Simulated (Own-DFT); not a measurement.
Simulation results for GaN (wurtzite, strained, atoms displaced)

Computed with Own-DFT development build. A calculation, not a measurement: plane-wave PBE density functional theory by an unreviewed code, no spin, of a simulated periodic cell, stress positive in tension, free energy of the whole cell less one offset for each atom, forces on such cells passed a denser k mesh, this cell's mesh not checked; offsets are fitted by least squares, one for each functional and potential file, so energies compare only between cells with the same atoms and settings and are not formation energies; the far tail of each file's local potential was reset to the Coulomb form; each entry is a single point on an unrelaxed cell, so the pressure reflects the starting lattice, mostly measured values (interpolated for alloys), from which strain is counted, and rises with the displacements; printed positions are rounded, which can move forces by about a meV/angstrom; the program, named Own-DFT, is a retired in-house code; no spin-orbit coupling.

Settings shared by all entries: functional PBE; potential files PseudoDojo norm-conserving, scalar-relativistic, standard set with the stringent files for Ga; wave cutoff 96 hartree; occupations Gaussian; smearing width 0.01 eV; k mesh 3 x 4 x 3 centred on Gamma.

(1) GaN (wurtzite, strained, atoms displaced)

```
GaN
1.0
     12.7303     0.1143    -0.0447
     -4.6997     8.3558    -0.0755
     -0.0363    -0.1154    10.4921
Ga N Ga N Ga N Ga N Ga N Ga N Ga N Ga N Ga N Ga N Ga N Ga N Ga N Ga N Ga N Ga N Ga N Ga N Ga N Ga N Ga N Ga N Ga N Ga N
2 2 2 2 2 2 2 2 2 2 2 2 2 2 2 2 2 2 2 2 2 2 2 2 2 2 2 2 2 2 2 2 2 2 2 2 2 2 2 2 2 2 2 2 2 2 2 2
Direct
  0.07634 0.21401 0.99095
  0.17187 0.10824 0.24830
  0.09340 0.23395 0.18364
  0.16852 0.11155 0.43648
  0.08304 0.22499 0.49741
  0.16789 0.11183 0.75766
  0.08467 0.22266 0.68197
  0.16563 0.10815 0.94003
  0.08560 0.54976 0.99699
  0.16489 0.44417 0.24672
  0.08084 0.55917 0.18796
  0.16563 0.44227 0.44272
  0.09031 0.55058 0.50417
  0.16020 0.43850 0.75564
  0.08608 0.56430 0.69419
  0.15322 0.43449 0.93636
  0.08538 0.88421 0.00019
  0.16238 0.77601 0.25167
  0.08017 0.88927 0.19232
  0.16806 0.77868 0.42957
  0.08952 0.88876 0.49452
  0.16923 0.77789 0.75405
  0.08798 0.89026 0.69865
  0.17048 0.78364 0.93612
  0.33329 0.21848 0.00034
  0.42332 0.10184 0.24827
  0.34227 0.23057 0.18324
  0.41716 0.10736 0.44041
  0.33584 0.23467 0.50586
  0.41982 0.11519 0.75011
  0.33451 0.22887 0.68415
  0.40973 0.11357 0.94628
  0.33888 0.56134 0.00432
  0.41448 0.43664 0.25663
  0.32886 0.54612 0.18788
  0.41335 0.44225 0.44792
  0.32961 0.54785 0.49943
  0.41695 0.43857 0.75257
  0.33530 0.55043 0.68779
  0.40804 0.44865 0.94750
  0.33305 0.88697 0.99668
  0.41199 0.76715 0.25420
  0.33206 0.87763 0.19092
  0.42028 0.78704 0.44347
  0.33074 0.88292 0.50342
  0.41225 0.77620 0.75527
  0.33676 0.90234 0.68652
  0.41550 0.77804 0.94566
  0.59173 0.22377 0.99900
  0.66722 0.11177 0.24690
  0.58201 0.21242 0.19056
  0.67059 0.10975 0.43935
  0.58420 0.20889 0.49404
  0.67014 0.11269 0.74913
  0.58449 0.21898 0.67526
  0.67330 0.12377 0.92834
  0.58844 0.55231 0.99645
  0.66371 0.44438 0.25684
  0.58995 0.57594 0.18751
  0.66799 0.45182 0.44172
  0.59109 0.57026 0.49711
  0.66728 0.44414 0.75484
  0.58438 0.56238 0.68257
  0.66647 0.44124 0.94100
  0.58831 0.88221 0.99614
  0.66024 0.77259 0.24957
  0.58485 0.89348 0.19061
  0.67331 0.78225 0.44464
  0.57759 0.88554 0.49554
  0.66792 0.77999 0.75100
  0.59354 0.89741 0.68673
  0.66916 0.78361 0.93394
  0.83186 0.23182 0.99821
  0.92331 0.11780 0.24833
  0.83025 0.21347 0.18181
  0.92244 0.10547 0.44265
  0.83948 0.22679 0.50698
  0.91830 0.10826 0.75092
  0.82856 0.22294 0.68603
  0.91680 0.10873 0.93847
  0.83324 0.56301 0.00148
  0.91620 0.44770 0.25667
  0.83518 0.55539 0.19024
  0.91665 0.45173 0.43873
  0.83019 0.55754 0.49388
  0.92021 0.45218 0.74931
  0.83593 0.55068 0.68320
  0.91948 0.44731 0.92318
  0.83741 0.88773 0.99521
  0.91944 0.78187 0.25682
  0.83976 0.89002 0.18548
  0.91736 0.77691 0.43281
  0.83693 0.89450 0.49936
  0.91938 0.78561 0.75148
  0.83541 0.88537 0.68659
  0.91663 0.77368 0.92943
```

| Quantity | Value |
| --- | --- |
| free energy of cell above offsets | -4.556 eV |
| pressure | 2.99 GPa |
| stress xx | -5.41 GPa |
| stress yy | -1.35 GPa |
| stress zz | -2.21 GPa |
| stress yz | -2.98 GPa |
| stress xz | -0.11 GPa |
| stress xy | 3.49 GPa |

Force:
| element | x (eV/Å) | y (eV/Å) | z (eV/Å) |
| --- | --- | --- | --- |
| Ga | 0.988 | 0.988 | 1.57 |
| Ga | -0.255 | 1.132 | 0.015 |
| N | -0.561 | -1.74 | 0.093 |
| N | 0.226 | 0.184 | 0.1 |
| Ga | 1.192 | -0.674 | 0.274 |
| Ga | 0.22 | 0.051 | -1.362 |
| N | -0.26 | -0.203 | 1.173 |
| N | 0.078 | -0.168 | 0.309 |
| Ga | -2.142 | 1.354 | 0.771 |
| Ga | -0.158 | 0.529 | 0.308 |
| N | 0.234 | -0.683 | -0.322 |
| N | 0.696 | -0.282 | -1.412 |
| Ga | -2.501 | 1.468 | 0.221 |
| Ga | 0.89 | 0.539 | -1.058 |
| N | 0.677 | -0.95 | -1.134 |
| N | 2.642 | -0.007 | 0.078 |
| Ga | -0.948 | 0.475 | 0.32 |
| Ga | 0.832 | 0.284 | -1.149 |
| N | 0.766 | 0.075 | -1.1 |
| N | 0.702 | -1.007 | 1.945 |
| Ga | -1.133 | 0.389 | 1.215 |
| Ga | 0.008 | 0.912 | -0.496 |
| N | -0.563 | 0.258 | -1.59 |
| N | 0.445 | -1.362 | 0.709 |
| Ga | -1.969 | 1.744 | 0.678 |
| Ga | -1.799 | -0.188 | 0.699 |
| N | 0.087 | -1.744 | 1.05 |
| N | -0.461 | 0.194 | -0.529 |
| Ga | 0.738 | -2.251 | -1.084 |
| Ga | 0.069 | 0.732 | -0.113 |
| N | 0.116 | -1.074 | 1.756 |
| N | 3.32 | -0.869 | -1.78 |
| Ga | -2.277 | -0.089 | 0.324 |
| Ga | 0.117 | 1.002 | -0.371 |
| N | 0.28 | 0.813 | 0.879 |
| N | 1.243 | 1.229 | -1.854 |
| Ga | -0.1 | 1.474 | 1 |
| Ga | -0.11 | 1.424 | 0.231 |
| N | -1.308 | 0.663 | 0.548 |
| N | 3.423 | -1.421 | -1.792 |
| Ga | -0.379 | 0.82 | 1.419 |
| Ga | 0.455 | 0.574 | -0.332 |
| N | -0.844 | 0.605 | -0.68 |
| N | -0.489 | -2.556 | -0.977 |
| Ga | -0.601 | 1.455 | -0.556 |
| Ga | 1.011 | 0.131 | -0.969 |
| N | 0.186 | -1.854 | 0.847 |
| N | 0.896 | 0.037 | -1.089 |
| Ga | -1.815 | -0.539 | 0.702 |
| Ga | 1.296 | -0.418 | 1.038 |
| N | -0.192 | 2.031 | -0.951 |
| N | 0.952 | -0.318 | -0.979 |
| Ga | -1.315 | 1.487 | 0.247 |
| Ga | -0.65 | 0.146 | -1.187 |
| N | -0.54 | 0.565 | 2.372 |
| N | -0.053 | -1.724 | 1.262 |
| Ga | -2.205 | 0.929 | 0.834 |
| Ga | 0.347 | 0.314 | -0.785 |
| N | 0.087 | -4.507 | -0.739 |
| N | -0.291 | -1.454 | -0.86 |
| Ga | -0.544 | -1.337 | 0.886 |
| Ga | 0.381 | 0.012 | -2.147 |
| N | 0.381 | -0.793 | 1.455 |
| N | 0.331 | -0.01 | -0.363 |
| Ga | -1.895 | 1.64 | 1.201 |
| Ga | 1.296 | 3.598 | 1.103 |
| N | -0.402 | -1.002 | -0.673 |
| N | -1.133 | 0.267 | -1.442 |
| Ga | 1.992 | 1.259 | 1.262 |
| Ga | 0.237 | -0.049 | -1.041 |
| N | -1.519 | -1.027 | 0.154 |
| N | 1.527 | -1.545 | 0.192 |
| Ga | 1.379 | 0.009 | -0.347 |
| Ga | 0.274 | -0.794 | -0.202 |
| N | -0.014 | 1.352 | 0.715 |
| N | -1.438 | 1.211 | -1.174 |
| Ga | -0.48 | -0.265 | -1.205 |
| Ga | -0.597 | 0.374 | -0.624 |
| N | 1.893 | 0.466 | 0.778 |
| N | -1.189 | -0.394 | -0.595 |
| Ga | 1.295 | -0.557 | 0.005 |
| Ga | 0.51 | -0.746 | -0.996 |
| N | -0.946 | 0.069 | -0.402 |
| N | 1.436 | -1.021 | 0.459 |
| Ga | 0.604 | 0.555 | 1.283 |
| Ga | -0.018 | -0.806 | -1.531 |
| N | -1.563 | 1.19 | 0.235 |
| N | -0.548 | 0.074 | 3.306 |
| Ga | -0.383 | 0.431 | 1.015 |
| Ga | -0.528 | -0.411 | -1.506 |
| N | -1.016 | 0.197 | 0 |
| N | 0.298 | 0.302 | 1.823 |
| Ga | 0.548 | -0.673 | 0.365 |
| Ga | 1.091 | -1.437 | -1.485 |
| N | -0.735 | 0.725 | 0.073 |
| N | 0.173 | 0.212 | 1.688 |

(2) GaN (wurtzite, strained, atoms displaced)

```
GaN
1.0
     12.7321     0.1406     0.0134
     -4.6832     8.3069    -0.0274
      0.0109    -0.0280    10.1730
Ga N Ga N Ga N Ga N Ga N Ga N Ga N Ga N Ga N Ga N Ga N Ga N Ga N Ga N Ga N Ga N Ga N Ga N Ga N Ga N Ga N Ga N Ga N Ga N
2 2 2 2 2 2 2 2 2 2 2 2 2 2 2 2 2 2 2 2 2 2 2 2 2 2 2 2 2 2 2 2 2 2 2 2 2 2 2 2 2 2 2 2 2 2 2 2
Direct
  0.08173 0.22800 0.00375
  0.16262 0.09940 0.25175
  0.08943 0.21825 0.19164
  0.16903 0.10537 0.43453
  0.08422 0.21509 0.51042
  0.16725 0.11967 0.74937
  0.08133 0.22064 0.69401
  0.15781 0.11440 0.94953
  0.07755 0.56497 0.00555
  0.17055 0.45596 0.24412
  0.08804 0.55370 0.17591
  0.16219 0.44880 0.44187
  0.08538 0.55501 0.50045
  0.15897 0.44865 0.74753
  0.07881 0.56533 0.68765
  0.17083 0.44932 0.93537
  0.09281 0.89453 0.99683
  0.16980 0.78125 0.24835
  0.08277 0.88367 0.19140
  0.17029 0.78142 0.43980
  0.08679 0.89266 0.50267
  0.16660 0.78480 0.75878
  0.08361 0.88938 0.69837
  0.17354 0.78177 0.94490
  0.33090 0.22094 0.99478
  0.41529 0.11230 0.24886
  0.33553 0.22340 0.19021
  0.41719 0.11685 0.43403
  0.33082 0.22510 0.50006
  0.40962 0.11001 0.75490
  0.33656 0.22095 0.67932
  0.41608 0.11041 0.93896
  0.33651 0.56299 0.00107
  0.42055 0.43969 0.24847
  0.33792 0.55965 0.19595
  0.41397 0.44109 0.43603
  0.33537 0.55264 0.49916
  0.41791 0.44195 0.74378
  0.33743 0.56003 0.70223
  0.40708 0.43225 0.93253
  0.32429 0.89253 0.00049
  0.41483 0.77370 0.24624
  0.33358 0.88968 0.17793
  0.41662 0.76964 0.43625
  0.33193 0.88965 0.50412
  0.41622 0.77082 0.74540
  0.33126 0.87862 0.68661
  0.41551 0.77268 0.93227
  0.58445 0.22299 0.99105
  0.66809 0.10452 0.25202
  0.58981 0.22500 0.18417
  0.66685 0.11379 0.44567
  0.59015 0.22298 0.50076
  0.66513 0.10796 0.75706
  0.59238 0.23188 0.68854
  0.66884 0.11117 0.93849
  0.58005 0.56341 0.99312
  0.67166 0.45118 0.24898
  0.58426 0.55819 0.19049
  0.67166 0.44343 0.43657
  0.58155 0.55752 0.49995
  0.66300 0.44667 0.74551
  0.57782 0.54179 0.68743
  0.66631 0.45387 0.94508
  0.59231 0.90101 0.00553
  0.66881 0.78665 0.25331
  0.58364 0.89116 0.19193
  0.66105 0.77873 0.44433
  0.59362 0.90323 0.50451
  0.66515 0.77700 0.74452
  0.57817 0.88224 0.68341
  0.66669 0.76690 0.93549
  0.83901 0.22294 0.00687
  0.91758 0.12006 0.25423
  0.83741 0.21604 0.19648
  0.90879 0.10770 0.43303
  0.82973 0.22749 0.50118
  0.92196 0.12692 0.75787
  0.83676 0.22916 0.68801
  0.91983 0.10338 0.93961
  0.83349 0.55559 0.99698
  0.90726 0.44270 0.24690
  0.83058 0.54763 0.18148
  0.90881 0.45183 0.43269
  0.83816 0.57770 0.49421
  0.92535 0.45563 0.74318
  0.82942 0.54858 0.69089
  0.91576 0.44893 0.93945
  0.83901 0.88364 0.00707
  0.91703 0.78181 0.25446
  0.83233 0.88602 0.18861
  0.92463 0.78181 0.44503
  0.83077 0.88292 0.50207
  0.92864 0.78405 0.74953
  0.83605 0.89160 0.68533
  0.91634 0.77339 0.93684
```

| Item | Value |
| --- | --- |
| free energy of cell above offsets | -2.063 eV |
| pressure | 10.02 GPa |
| stress xx | -8.51 GPa |
| stress yy | -5.37 GPa |
| stress zz | -16.18 GPa |
| stress yz | 0.64 GPa |
| stress xz | -0.24 GPa |
| stress xy | 3.97 GPa |

Force:
| element | x (eV/Å) | y (eV/Å) | z (eV/Å) |
| --- | --- | --- | --- |
| Ga | -0.147 | 1.007 | 0.303 |
| Ga | 0.691 | 1.325 | -1.145 |
| N | -1.697 | 0.991 | 0.35 |
| N | -0.976 | 0.499 | 1.859 |
| Ga | -1.274 | 0.532 | -2.659 |
| Ga | 1.094 | -0.622 | 1.271 |
| N | -0.081 | 1.103 | -0.217 |
| N | 2.515 | -0.643 | -1.975 |
| Ga | 1.247 | -1.069 | -3.41 |
| Ga | 1.049 | -1.852 | 0.994 |
| N | -1.685 | 0.644 | 4.089 |
| N | 2.118 | -1.648 | -0.388 |
| Ga | -2.189 | 1.008 | -0.707 |
| Ga | 1.706 | 0.555 | 0.535 |
| N | 1.878 | 0.648 | 0.042 |
| N | -1.388 | -0.223 | 0.744 |
| Ga | -2.335 | -0.241 | 0.782 |
| Ga | 0.554 | -0.797 | 0.325 |
| N | -0.534 | -0.136 | -0.615 |
| N | -0.408 | -0.609 | -0.181 |
| Ga | 0.765 | -0.305 | 0.268 |
| Ga | 1.502 | -0.566 | -1.175 |
| N | 1.075 | 1.916 | -1.416 |
| N | -2.214 | -1.089 | -1.244 |
| Ga | -0.53 | 0.217 | 1.272 |
| Ga | 1.444 | 0.007 | -0.612 |
| N | -0.881 | -0.622 | -0.749 |
| N | 0.791 | -0.633 | 1.323 |
| Ga | 1.087 | -0.301 | -1.941 |
| Ga | 2.04 | -0.556 | -1.572 |
| N | -1.576 | -0.143 | 2.103 |
| N | -0.151 | -0.13 | 0.025 |
| Ga | -0.105 | -0.876 | -0.4 |
| Ga | -0.456 | 0.54 | -0.258 |
| N | -0.047 | -1.041 | -1.274 |
| N | 0.559 | -0.006 | 0.701 |
| Ga | -1.059 | 0.63 | 0.537 |
| Ga | -0.761 | -0.245 | 0.786 |
| N | -1.094 | -2.409 | -2.613 |
| N | 0.764 | 1.316 | 0.634 |
| Ga | 4.047 | 0.48 | -1.067 |
| Ga | -0.045 | 1.123 | 0.677 |
| N | 0.008 | 0.073 | 2.643 |
| N | -0.206 | 1.467 | 0.56 |
| Ga | 1.089 | 0.305 | -1.607 |
| Ga | -0.133 | 1.362 | 0.773 |
| N | -1.023 | 1.264 | 1.414 |
| N | 0.224 | 1.818 | 1.511 |
| Ga | -0.393 | 1.146 | 1.206 |
| Ga | -1.035 | 1.392 | 0.074 |
| N | -0.378 | -0.459 | 0.468 |
| N | 1.054 | -0.386 | -1.485 |
| Ga | -2.411 | 0.871 | -0.068 |
| Ga | 0.339 | 0.359 | -1.981 |
| N | -1.051 | -1.887 | 0.734 |
| N | 0.806 | 0.504 | 0.974 |
| Ga | -0.183 | -2.261 | 1.329 |
| Ga | -0.7 | -1.161 | -0.612 |
| N | -0.163 | 0.685 | -0.243 |
| N | -0.925 | 0.978 | 0.497 |
| Ga | 0.342 | -0.874 | -0.818 |
| Ga | 2.082 | -0.122 | 1.539 |
| N | -0.901 | 2.236 | -0.534 |
| N | 0.442 | -1.343 | -1.292 |
| Ga | -0.656 | -2.155 | -1.29 |
| Ga | 0.258 | -1.545 | -0.151 |
| N | -0.049 | -0.212 | -0.112 |
| N | 1.726 | -0.294 | -0.584 |
| Ga | -1.792 | -1.536 | -1.169 |
| Ga | 0.909 | -0.231 | 0.348 |
| N | 0.487 | 1.114 | 1.821 |
| N | -0.358 | 3.098 | -0.052 |
| Ga | -0.387 | 0.177 | -0.957 |
| Ga | 3.316 | -1.428 | -0.6 |
| N | -2.661 | 1.412 | -1.496 |
| N | 1.046 | 0.032 | 2.555 |
| Ga | 0.956 | 0.629 | -0.378 |
| Ga | -0.697 | -2.044 | -1.306 |
| N | -0.173 | -0.227 | 0.791 |
| N | -1.105 | 0.536 | 1.102 |
| Ga | -1.229 | 0.194 | -0.661 |
| Ga | 2.089 | -0.172 | 0.292 |
| N | -0.475 | 2.072 | 0.915 |
| N | 1.793 | -0.377 | 0.902 |
| Ga | -0.103 | -3.673 | 1.837 |
| Ga | -2.464 | -1.732 | 1.14 |
| N | -0.029 | 1.878 | -0.708 |
| N | 1.157 | -1.089 | -0.411 |
| Ga | -0.946 | -0.168 | -1.817 |
| Ga | 0.645 | -0.82 | -0.842 |
| N | -0.141 | 0.671 | 1.377 |
| N | -0.826 | 1.914 | -1.235 |
| Ga | -0.518 | 1.251 | -0.583 |
| Ga | -3.261 | -1.797 | 0.256 |
| N | -0.067 | 0.168 | 1.384 |
| N | 1.38 | 0.605 | 0.549 |
